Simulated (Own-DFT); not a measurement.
InAs (zincblende, strongly disordered by large displacements), GaP (zincblende, strongly disordered by large displacements) (calculated)

All values are calculated (Own-DFT development build). A calculation, not a measurement: plane-wave PBE density functional theory by an unreviewed code, no spin, of a simulated periodic cell, stress positive in tension, free energy of the whole cell less one offset for each atom, forces on such cells passed a denser k mesh, this cell's mesh not checked; broken bonds can close the gap or carry spin, so checks made on this kind of crystal may not hold here; offsets are fitted by least squares, one for each functional and potential file, so energies compare only between cells with the same atoms and settings and are not formation energies; the far tail of each file's local potential was reset to the Coulomb form; each entry is a single point on an unrelaxed cell, so the pressure reflects the starting lattice, mostly measured values (interpolated for alloys), from which strain is counted, and rises with the displacements; printed positions are rounded, which can move forces by about a meV/angstrom; the program, named Own-DFT, is a retired in-house code; no spin-orbit coupling.

Common to all runs: functional PBE; potential files PseudoDojo norm-conserving, scalar-relativistic, standard set; wave cutoff 42 hartree; occupations Fermi-Dirac; smearing width 0.1 eV; k mesh 3 x 3 x 3 centred on Gamma.

(1) InAs (zincblende, strongly disordered by large displacements)

```xyz
64
Lattice="12.1166 0.0000 0.0000 0.0000 12.1166 0.0000 0.0000 0.0000 12.1166" Properties=species:S:1:pos:R:3 InAs
In    11.9426    11.6805    11.8604
In    12.0587     3.0108     2.9675
In     2.8482     0.2727     3.2533
In     3.3613     3.1792     0.0502
As     1.4839     1.4566     1.8731
As     1.7249     4.2921     4.2023
As     4.6190     1.4063     4.8363
As     4.8015     4.6292     1.9052
In     0.1635    11.9039     5.8387
In    12.1029     3.0406     9.0950
In     2.6476     0.2608     9.3283
In     3.2618     3.2827     6.1652
As     1.2069     1.2496     7.6886
As     1.6141     4.6032    10.7867
As     4.4554     1.4660    10.4729
As     4.4885     4.5816     7.7847
In    12.0485     5.6975     0.0249
In    12.0255     9.3050     3.1354
In     3.0014     5.8874     3.2056
In     3.0829     8.9933    11.6638
As     1.3845     7.5692     1.3136
As     1.5697    10.5279     4.5963
As     4.4560     7.6318     4.5804
As     4.3563    10.4535     1.3841
In     0.1910     5.8923     6.1127
In    11.9906     9.1119     9.0156
In     2.6653     6.4785     9.4633
In     3.0786     8.9790     6.2929
As     1.7137     7.2316     7.5786
As     1.5865    10.7659    10.7003
As     4.4099     7.4257    10.5711
As     4.4444    10.6058     7.5627
In     6.0896    12.0843    12.0172
In     5.9152     3.3352     3.4071
In     9.0934     0.1046     2.8810
In     8.9118     2.6197    12.1067
As     7.8075     1.5083     1.6374
As     7.5327     4.8128     4.6533
As    10.7558     1.2665     4.4739
As    10.7360     4.3085     1.6505
In     5.9761    12.0143     5.9316
In     5.7099     2.9747     8.8307
In     8.9509     0.2410     9.2143
In     8.9639     2.8665     6.0387
As     7.5372     1.5039     7.4984
As     7.7282     4.3772    10.5227
As    10.4298     1.6163    10.3778
As    10.5406     4.7570     7.5969
In     5.9718     5.8671     0.2271
In     6.3780     9.0141     3.1489
In     8.9385     5.9706     2.9483
In     9.2728     9.4299     0.1093
As     7.5722     7.3785     1.6486
As     7.9122    11.0052     4.3905
As    10.4977     7.3774     4.5197
As    10.4515    10.8464     1.7063
In     6.1776     6.0865     5.8954
In     5.7813     9.4551     9.1238
In     8.9473     5.8522     9.1397
In     9.1008     8.8550     6.0286
As     7.5577     7.5558     7.4412
As     7.7873    10.7917    10.4405
As    10.8333     7.6749    10.3437
As    10.3947    10.7024     7.5725
```

- hardware: one NVIDIA H200
- free energy of cell above offsets: -5.856 eV
- pressure: 8.46 GPa
- stress xx: -8.53 GPa
- stress yy: -8.11 GPa
- stress zz: -8.75 GPa
- stress yz: 2.28 GPa
- stress xz: 0.17 GPa
- stress xy: 0.75 GPa
- wall time: 1165 s

Force:
| element | x (eV/Å) | y (eV/Å) | z (eV/Å) |
| --- | --- | --- | --- |
| In | -2.325 | 2.878 | 1.971 |
| In | 0.8 | -2.078 | 2.477 |
| In | 2.913 | -2.479 | 1.31 |
| In | -0.651 | -0.674 | 1.042 |
| As | -1.149 | 1.148 | -4.852 |
| As | -2.036 | -1.744 | 3.829 |
| As | -2.082 | 2.788 | -2.157 |
| As | -3.201 | 0.365 | -2.55 |
| In | -2.43 | 0.87 | 2.609 |
| In | 0.228 | 1.179 | -0.458 |
| In | 1.523 | -0.029 | -1.421 |
| In | -1.672 | -1.661 | -0.741 |
| As | 0.139 | 1.986 | -1.707 |
| As | 0.429 | -1.95 | -1.147 |
| As | 1.269 | 0.539 | 1.333 |
| As | -1.218 | 4.593 | -1.099 |
| In | -0.817 | 2.418 | 0.56 |
| In | -0.15 | -2.057 | -0.781 |
| In | 1.054 | 4.422 | -2.236 |
| In | -1.623 | 1.424 | 3.489 |
| As | 0.35 | 0.18 | 0.806 |
| As | 2.502 | -1.868 | -0.708 |
| As | 0.739 | -0.185 | -0.411 |
| As | 1.039 | 0.63 | 0.754 |
| In | -0.57 | -0.411 | -1.711 |
| In | 2.251 | 2.695 | -2.615 |
| In | -0.394 | -3.558 | 0.844 |
| In | -0.58 | -0.329 | -0.945 |
| As | -2.257 | 2.836 | -2.891 |
| As | 0.535 | -3.253 | -1.257 |
| As | 5.773 | 0.08 | 0.472 |
| As | -1.325 | 2.578 | -0.464 |
| In | -0.393 | -0.318 | 1.08 |
| In | 2.163 | -3.873 | 1.892 |
| In | 1.4 | 2.47 | 1.451 |
| In | 2.119 | 2.905 | -1.698 |
| As | -5.813 | 1.144 | 0.405 |
| As | 3.224 | -4.084 | -1.417 |
| As | -0.788 | 1.904 | 0.443 |
| As | -4.059 | 1.944 | -2.285 |
| In | 2.749 | -1.999 | 1.701 |
| In | 3.247 | -2.271 | 1.68 |
| In | 0.439 | 0.076 | -3.684 |
| In | 1.709 | 1.137 | -0.848 |
| As | -1.667 | -0.634 | 0.515 |
| As | -2.843 | -1.287 | 1.846 |
| As | 2.742 | 0.288 | 2.246 |
| As | 0.725 | -2.136 | -0.775 |
| In | 1.708 | 1.052 | -2.436 |
| In | -1.323 | 1.447 | 0.122 |
| In | 2.759 | -1.37 | 0.359 |
| In | -0.95 | -2.528 | -1.513 |
| As | -0.414 | 2.171 | -2.819 |
| As | -2.997 | -4.202 | 3.528 |
| As | 1.633 | 0.296 | -0.324 |
| As | 3.698 | -2.283 | -1.718 |
| In | -3.902 | 2.541 | 3.2 |
| In | 2.485 | -2.405 | 1.281 |
| In | 0.81 | 3.232 | -0.85 |
| In | 0.525 | 1.846 | -0.189 |
| As | -1.143 | 0.08 | 2.25 |
| As | -2.547 | -2.923 | 2.139 |
| As | -3.078 | -3.245 | 3.748 |
| As | 0.719 | -0.306 | -0.672 |

(2) GaP (zincblende, strongly disordered by large displacements)

```xyz
64
Lattice="10.9010 0.0000 0.0000 0.0000 10.9010 0.0000 0.0000 0.0000 10.9010" Properties=species:S:1:pos:R:3 GaP
Ga    10.8473     0.2559     0.1250
Ga     0.0766     2.5119     2.8835
Ga     2.5769     0.2759     3.0099
Ga     2.3551     2.4106    10.8530
P      1.4758     0.9394     1.4040
P      1.5814     4.4705     4.0262
P      4.0645     1.4188     3.9289
P      3.9047     3.8689     1.2935
Ga    10.8129     0.2160     5.3994
Ga     0.3337     2.7281     7.9620
Ga     2.8606     0.2003     8.0758
Ga     2.8612     2.7168     5.4993
P      1.2571     1.0999     7.0066
P      1.2684     4.0628     9.7765
P      3.9700     1.3478     9.8441
P      4.0385     4.1393     6.7453
Ga    10.6507     5.3805     0.1801
Ga     0.1722     8.3545     2.9453
Ga     2.8991     5.3160     2.4398
Ga     2.3038     7.7217    10.8169
P      1.2241     6.7946     1.2836
P      1.0293     9.3531     4.4674
P      4.1969     6.7458     4.2592
P      4.0845     9.5771     1.4206
Ga     0.1556     5.5229     5.5231
Ga    10.7652     8.1655     8.1292
Ga     2.6179     5.6765     8.0539
Ga     2.8892     7.8766     5.3017
P      1.4474     7.0128     6.8226
P      1.0597     9.9825     9.7321
P      4.2045     6.8118     9.6612
P      3.9579     9.6110     7.0157
Ga     5.4261    10.7736     0.0421
Ga     5.2615     2.4082     2.5023
Ga     8.1812    10.8508     2.7120
Ga     7.9192     2.9314    10.6646
P      6.8937     1.2515     1.4108
P      6.9547     4.2410     4.2118
P      9.6348     1.4498     3.9092
P      9.5113     4.2533     1.3580
Ga     5.6104     0.1139     5.6445
Ga     5.2427     2.8800     8.5216
Ga     8.2358    10.4595     8.1836
Ga     7.9412     2.5381     5.4552
P      6.7629     1.3148     6.9859
P      6.8905     4.3804     9.5684
P      9.7544     1.2256     9.6841
P      9.0132     4.0193     6.9645
Ga     5.6274     5.3752     0.2232
Ga     5.7312     8.3403     2.8285
Ga     8.1762     5.1636     2.5817
Ga     8.0682     8.1989    10.7448
P      6.7207     6.6230     1.2344
P      6.8060     9.8965     4.4905
P      9.4299     6.7926     3.9486
P      9.3734     9.7783     0.9677
Ga     5.3572     5.7202     5.7448
Ga     5.6516     7.9399     8.3204
Ga     7.9859     5.3464     8.2870
Ga     8.4190     8.5412     5.6019
P      6.9352     6.6874     6.9839
P      6.5779     9.3923     9.7530
P      9.4167     6.9364     9.5240
P      9.7011     9.4591     6.7982
```

- hardware: one NVIDIA H100
- free energy of cell above offsets: -2.676 eV
- pressure: 9.81 GPa
- stress xx: -10.1 GPa
- stress yy: -8.35 GPa
- stress zz: -10.99 GPa
- stress yz: -0.45 GPa
- stress xz: 1 GPa
- stress xy: 0.37 GPa
- wall time: 557.7 s

Force:
| element | x (eV/Å) | y (eV/Å) | z (eV/Å) |
| --- | --- | --- | --- |
| Ga | -0.264 | -1.391 | 3.489 |
| Ga | 4.268 | 4.451 | -3.509 |
| Ga | 0.486 | -4.773 | 1.126 |
| Ga | 0.286 | 1.747 | 1.118 |
| P | -1.499 | 3.198 | 0.31 |
| P | -1.271 | -3.165 | 1.163 |
| P | 0.819 | -0.228 | 4.76 |
| P | 2.147 | -1.286 | -2.148 |
| Ga | -0.101 | -0.68 | 0.387 |
| Ga | -3.531 | 2.591 | 2.658 |
| Ga | 0.077 | -0.666 | 3.299 |
| Ga | -1.432 | -0.206 | -1.206 |
| P | 0.736 | 1.016 | -3.307 |
| P | -0.19 | 0.848 | -2.164 |
| P | 1.575 | -0.275 | -2.264 |
| P | 0.303 | 0.025 | 2.385 |
| Ga | 2.696 | 3.17 | -3.783 |
| Ga | -3.617 | -3.005 | -4.596 |
| Ga | -1.086 | 2.854 | 1.383 |
| Ga | 4.103 | 4.945 | -4.173 |
| P | -2.213 | -2.381 | 5.082 |
| P | 4.285 | 2.63 | 1.908 |
| P | 2.027 | -0.815 | -5.293 |
| P | -0.879 | -1.135 | 1.322 |
| Ga | -2.081 | 0.221 | -0.389 |
| Ga | 2.145 | -0.001 | 2.232 |
| Ga | 1.896 | -2.03 | 2.407 |
| Ga | -2.637 | 4.492 | 2.644 |
| P | -1.826 | 0.069 | -0.022 |
| P | 3.433 | -4.77 | -3.736 |
| P | -1.747 | -1.193 | -0.099 |
| P | 2.415 | -2.503 | -2.246 |
| Ga | -0.644 | 1.433 | 1.644 |
| Ga | 1.979 | 2.502 | -0.741 |
| Ga | 0.63 | -0.619 | 0.304 |
| Ga | 3.515 | -3.646 | 2.54 |
| P | -0.867 | 1.438 | -1.844 |
| P | -2.263 | -1.122 | 0.08 |
| P | -4.587 | -2.502 | 3.525 |
| P | -0.398 | -6.84 | 0.555 |
| Ga | -5.759 | 1.288 | 1.708 |
| Ga | 0.353 | 0.041 | -1.018 |
| Ga | -0.891 | 1.961 | 1.745 |
| Ga | 0.734 | 0.931 | -0.493 |
| P | 0.916 | 0.961 | 2.408 |
| P | -6.002 | -3.112 | 2.559 |
| P | -4.647 | 4.411 | -5.213 |
| P | 4.633 | -1.692 | -1.84 |
| Ga | -5.912 | -3.624 | -3.137 |
| Ga | -1.201 | -0.113 | -0.214 |
| Ga | -2.424 | 3.209 | 2.509 |
| Ga | 0.562 | -0.702 | 2.104 |
| P | 4.711 | 5.325 | 5.053 |
| P | 3.635 | -4.213 | -4.356 |
| P | 0.696 | 1.033 | 1.007 |
| P | -0.576 | -2.244 | 3.306 |
| Ga | 1.672 | -2.11 | -0.269 |
| Ga | -1.79 | 1.257 | -0.547 |
| Ga | 4.642 | 3.879 | -2 |
| Ga | -4.132 | -4.552 | -4.367 |
| P | -0.049 | 2.796 | -1.91 |
| P | 1.118 | 0.895 | -2.937 |
| P | 0.832 | -2.095 | -0.535 |
| P | 2.191 | 4.071 | 1.634 |

(3) GaP (zincblende, strongly disordered by large displacements)

```xyz
64
Lattice="10.9010 0.0000 0.0000 0.0000 10.9010 0.0000 0.0000 0.0000 10.9010" Properties=species:S:1:pos:R:3 GaP
Ga     0.1188    10.7920     0.0645
Ga    10.6835     2.4908     2.7041
Ga     2.5814     0.1078     2.7754
Ga     2.9320     3.0166     0.0906
P      1.5218     1.6443     1.2414
P      1.2551     3.9850     3.9983
P      3.6870     1.3281     3.7199
P      3.5180     4.1356     1.6064
Ga     0.0992     0.0889     5.4380
Ga    10.7495     2.5574     8.2056
Ga     2.6899    10.6721     7.8814
Ga     2.5322     2.9234     5.0327
P      1.3020     1.4373     6.5479
P      1.4085     3.8524     9.1947
P      3.9499     1.4257     9.9312
P      4.1979     3.9843     6.8430
Ga    10.8701     5.6259     0.2284
Ga    10.7748     7.8448     2.1893
Ga     2.8283     5.5329     2.7339
Ga     2.2115     8.1365     0.2458
P      1.5650     6.1928     1.4435
P      0.9940     9.6092     4.2192
P      4.1718     6.7893     4.3197
P      4.1291     9.7582     1.4072
Ga     0.2200     5.6596     5.5601
Ga     0.2571     8.0152     8.3956
Ga     2.9362     5.4388     8.1143
Ga     2.7574     8.1860     5.8091
P      1.3955     6.7336     6.6718
P      1.3771     9.7449     9.4299
P      4.2479     7.3062     9.2608
P      3.9940     9.8689     6.7139
Ga     5.3404    10.6643    10.7073
Ga     5.8251     2.9037     2.5924
Ga     8.1203    10.8356     2.7768
Ga     8.2114     2.7482     0.0134
P      6.5509     1.3910     1.1815
P      7.1843     4.3030     4.1056
P      9.6841     1.3435     3.8974
P      9.4204     3.9946     1.2367
Ga     5.6969     0.1208     5.5120
Ga     5.3459     2.6374     8.4411
Ga     8.1433    10.8968     7.8477
Ga     8.1803     2.4703     5.3924
P      6.7729     1.2982     6.9320
P      6.6807     3.7220     9.2931
P      9.5723     0.9692     9.4643
P      9.4939     4.1564     7.0754
Ga     5.4470     5.5409     0.3714
Ga     5.1192     7.8998     2.2477
Ga     8.4349     5.7890     2.8406
Ga     7.7836     8.0420    10.6677
P      6.7175     6.8945     1.3946
P      6.3420     9.3797     3.9420
P      9.4206     6.9786     4.4651
P      9.7117     9.5393     1.4699
Ga     5.2168     4.9502     5.4818
Ga     5.5487     8.3806     8.3320
Ga     8.1997     5.7101     8.3523
Ga     7.9783     8.0116     5.5278
P      7.0288     6.7436     6.5567
P      6.7738     9.4906     9.2985
P      9.7444     7.0304     9.4991
P      9.7646     9.9253     6.8670
```

* hardware: one NVIDIA H100
* free energy of cell above offsets: 7.378 eV
* pressure: 11.19 GPa
* stress xx: -11.96 GPa
* stress yy: -11.09 GPa
* stress zz: -10.53 GPa
* stress yz: -1.8 GPa
* stress xz: 0.03 GPa
* stress xy: -2.85 GPa
* wall time: 545.9 s

Force:
| element | x (eV/Å) | y (eV/Å) | z (eV/Å) |
| --- | --- | --- | --- |
| Ga | -0.152 | 1.719 | 0.378 |
| Ga | 4.357 | 4.916 | -5.012 |
| Ga | -5.343 | -5.585 | -3.606 |
| Ga | -3.265 | -1.567 | -4.654 |
| P | -2.329 | -2.159 | 0.564 |
| P | -4.721 | 5.089 | -2.841 |
| P | 7.419 | 6.458 | 5.621 |
| P | 7.883 | -1.89 | -0.498 |
| Ga | -2.014 | 1.69 | -0.254 |
| Ga | 0.084 | -0.68 | -0.873 |
| Ga | -4.548 | 5.205 | 4.039 |
| Ga | 4.378 | -4.445 | 4.318 |
| P | 1.787 | 1.725 | 2.369 |
| P | 1.325 | 2.006 | 2.277 |
| P | 0.654 | -1.791 | -3.227 |
| P | -3.781 | -3.761 | 3.125 |
| Ga | -2.416 | -2.696 | -3.304 |
| Ga | 1.008 | -1.088 | 3.105 |
| Ga | 1.875 | 2.449 | 10.7 |
| Ga | 2.226 | 1.304 | -0.924 |
| P | -3.597 | 5.429 | -3.608 |
| P | 3.702 | -3.955 | -3.651 |
| P | -0.545 | -0.117 | -1.179 |
| P | -2.345 | -1.988 | 0.373 |
| Ga | -5.346 | -5.321 | -4.078 |
| Ga | 1.97 | 2.783 | -3.446 |
| Ga | -0.59 | 0.633 | 0.506 |
| Ga | 0.218 | 1.397 | -2.725 |
| P | 3.651 | 3.067 | 6.001 |
| P | 0.16 | -2.145 | 0.832 |
| P | -6.137 | -6.231 | 4.861 |
| P | 5.971 | -3.682 | -3.373 |
| Ga | 0.691 | 1.277 | -0.081 |
| Ga | -1.686 | 0.666 | 1.313 |
| Ga | -1.113 | -0.179 | -0.164 |
| Ga | -1.827 | -2.652 | -2.449 |
| P | 2.352 | -1.436 | -0.269 |
| P | -2.353 | -1.784 | 0.364 |
| P | -4.844 | -4.28 | 5.083 |
| P | 1.713 | 2.68 | 2.21 |
| Ga | -2.509 | -1.417 | -2.791 |
| Ga | -5.255 | -4.392 | -3.401 |
| Ga | 0.857 | -1.016 | 2.773 |
| Ga | 0.804 | 1.75 | 0.366 |
| P | -0.965 | 3.187 | -0.475 |
| P | 6.32 | 6.796 | 5.043 |
| P | -0.878 | 1.968 | 1.017 |
| P | 0.233 | -0.208 | -1.488 |
| Ga | -2.542 | -2.742 | -3.072 |
| Ga | -2.45 | 2.267 | 3.247 |
| Ga | -0.291 | -0.913 | -1.126 |
| Ga | 2.539 | 0.757 | 0.466 |
| P | 4.699 | -0.899 | 0.463 |
| P | 2.333 | 0.403 | 0.503 |
| P | 4.264 | -1.361 | -3.199 |
| P | -2.505 | 1.009 | -1.58 |
| Ga | 4.824 | 4.055 | -4.682 |
| Ga | -0.66 | -1.299 | -8.802 |
| Ga | -0.547 | -1.615 | -1.114 |
| Ga | 1.922 | 8.962 | -3.249 |
| P | -5.78 | -5.44 | 6.384 |
| P | 4.989 | 5.49 | 3.363 |
| P | -3.549 | -2.336 | 3.537 |
| P | -0.324 | -4.072 | -0.008 |

(4) GaP (zincblende, strongly disordered by large displacements)

```xyz
64
Lattice="10.9010 0.0000 0.0000 0.0000 10.9010 0.0000 0.0000 0.0000 10.9010" Properties=species:S:1:pos:R:3 GaP
Ga    10.7668    10.7865     0.2899
Ga    10.7999     2.5552     3.3170
Ga     2.9535    10.6726     2.2842
Ga     2.5114     2.6227     0.0850
P      1.4740     1.2258     1.2087
P      1.5216     3.9895     3.9848
P      3.8624     0.9358     4.3711
P      4.6745     3.8934     1.4509
Ga    10.5276    10.7410     5.9362
Ga     0.0313     2.7144     7.5816
Ga     2.5635     0.3033     8.1421
Ga     2.4630     2.8541     5.3549
P      1.7460     1.7919     7.1270
P      1.4521     3.6053     9.0445
P      4.6939     1.8543     9.7537
P      3.6873     3.9254     7.2029
Ga    10.2553     5.2079     0.1109
Ga     0.0383     8.3703     2.9885
Ga     3.5198     5.2991     2.2029
Ga     2.3626     8.3026    10.8460
P      2.0195     7.1029     1.5074
P      1.1885     9.1756     4.3960
P      4.0924     6.7122     3.4964
P      4.2079     9.2123     1.2030
Ga     0.0826     5.0332     4.9004
Ga    10.7361     8.3077     8.1053
Ga     3.1818     5.8641     7.9086
Ga     2.6625     7.8592     5.6158
P      1.2058     7.1559     6.7912
P      1.0339     9.2176     9.4944
P      3.9484     6.6638     9.7754
P      3.7922     9.0426     6.9113
Ga     5.4240    10.7145    10.7321
Ga     4.9627     2.5292     2.9517
Ga     8.3756     0.6577     2.6454
Ga     8.4878     2.6321    10.8326
P      6.9454     1.4502     1.2240
P      6.2347     3.3735     4.2429
P      9.3007     1.8262     4.4211
P      9.9142     3.8674     1.5549
Ga     5.5213    10.8727     6.1968
Ga     5.2076     3.0657     8.1764
Ga     8.4177    10.6583     8.1650
Ga     7.9570     3.3055     5.1947
P      7.3481     1.8171     6.6603
P      6.8508     3.4895     9.4485
P      9.8615     0.9178     9.6780
P      9.3592     3.9133     6.7141
Ga     5.5984     5.7539    10.4445
Ga     5.3145     8.2253     3.2085
Ga     8.2829     5.2108     3.0102
Ga     7.5529     8.7800     0.5800
P      6.9886     6.9644     1.1992
P      6.8740     9.3655     4.3920
P      9.4013     6.6372     4.2439
P      9.4945     9.2874     0.6536
Ga     5.6018     5.0273     5.1358
Ga     5.2343     8.2774     8.0658
Ga     8.3972     4.7041     8.2785
Ga     8.1161     8.0700     5.2733
P      6.7506     6.8238     6.5766
P      6.5302    10.1426     8.8954
P      9.6050     6.6067     9.4734
P      9.4949     9.4470     7.0576
```

- hardware: one NVIDIA H100
- free energy of cell above offsets: 27.478 eV
- pressure: 16.28 GPa
- stress xx: -17.77 GPa
- stress yy: -15.67 GPa
- stress zz: -15.41 GPa
- stress yz: 3.17 GPa
- stress xz: -1.67 GPa
- stress xy: 0.98 GPa
- wall time: 601.6 s

Force:
| element | x (eV/Å) | y (eV/Å) | z (eV/Å) |
| --- | --- | --- | --- |
| Ga | 4.722 | 1.326 | 0.862 |
| Ga | 4.273 | 0.796 | -4.007 |
| Ga | -1.06 | 1.18 | 2.066 |
| Ga | 2.826 | 2.345 | -2.752 |
| P | -1.782 | -1.966 | 3.477 |
| P | 2.18 | 0.932 | -5.562 |
| P | -0.145 | 0.606 | -0.743 |
| P | 0.988 | -1.656 | -5.973 |
| Ga | 4.199 | 3.83 | -4.138 |
| Ga | -4.461 | 0.11 | 2.483 |
| Ga | 2.992 | -5.908 | 3.894 |
| Ga | 3.869 | -2.907 | 1.789 |
| P | -0.025 | 0.188 | -3.564 |
| P | 0.778 | 1.681 | 1.632 |
| P | -3.664 | -3.195 | 3.139 |
| P | -2.238 | 1.141 | -4.551 |
| Ga | 2.224 | 2.978 | -3.161 |
| Ga | -2.994 | -3.138 | -4.67 |
| Ga | -5.314 | 0.98 | -1.084 |
| Ga | 2.517 | 0.952 | -2.473 |
| P | -2.726 | -3.527 | 4.515 |
| P | 2.374 | 4.321 | 2.538 |
| P | -2.236 | -1.375 | 6.945 |
| P | 0.902 | 0.315 | -0.667 |
| Ga | -3.855 | 3.99 | 4.184 |
| Ga | 1.128 | -5.25 | 1.621 |
| Ga | -2.596 | 1.372 | -0.438 |
| Ga | 2.317 | 0.052 | -5.575 |
| P | -2.069 | -5.438 | 2.046 |
| P | 1.998 | 4.935 | 1.246 |
| P | -2.973 | 3.319 | -1.216 |
| P | -1.676 | 5.869 | -1.177 |
| Ga | 0.394 | 1.164 | 1.352 |
| Ga | -2.083 | -5.685 | -0.875 |
| Ga | -0.021 | -1.837 | 0.923 |
| Ga | 0.7 | -1.158 | 0.328 |
| P | -1.781 | -0.269 | -0.056 |
| P | 0.702 | -0.349 | -1.828 |
| P | -1.057 | -5.308 | 1.817 |
| P | -2.062 | -2.309 | 2.631 |
| Ga | 0.387 | -0.013 | -0.773 |
| Ga | 3.322 | -1.406 | -2.512 |
| Ga | -1.219 | 5.628 | 3.159 |
| Ga | 2.974 | 1.082 | 0.949 |
| P | -2.199 | -3.49 | 2.899 |
| P | 1.52 | 3.17 | 1.616 |
| P | -2.576 | 4.015 | -4.184 |
| P | 3.616 | 0.481 | -3.83 |
| Ga | 5.305 | -2.872 | 2.38 |
| Ga | 4.133 | 3.635 | -2.081 |
| Ga | -1.276 | -0.712 | -2.108 |
| Ga | -2.654 | 2.927 | -2.038 |
| P | -2.039 | -5.097 | 1.936 |
| P | -2.87 | 5.359 | -2.718 |
| P | 2.604 | 0.236 | -0.95 |
| P | 1.932 | -2.917 | 3.357 |
| Ga | -2.603 | 6.502 | 3.099 |
| Ga | 4.501 | -2.841 | 2.814 |
| Ga | -2.159 | 4.332 | 3.986 |
| Ga | 2.248 | -2.096 | 3.324 |
| P | -0.78 | -2.009 | 1.551 |
| P | -2.55 | -2.4 | 0.325 |
| P | -1.311 | -0.204 | -0.709 |
| P | -3.573 | -4.418 | -4.47 |
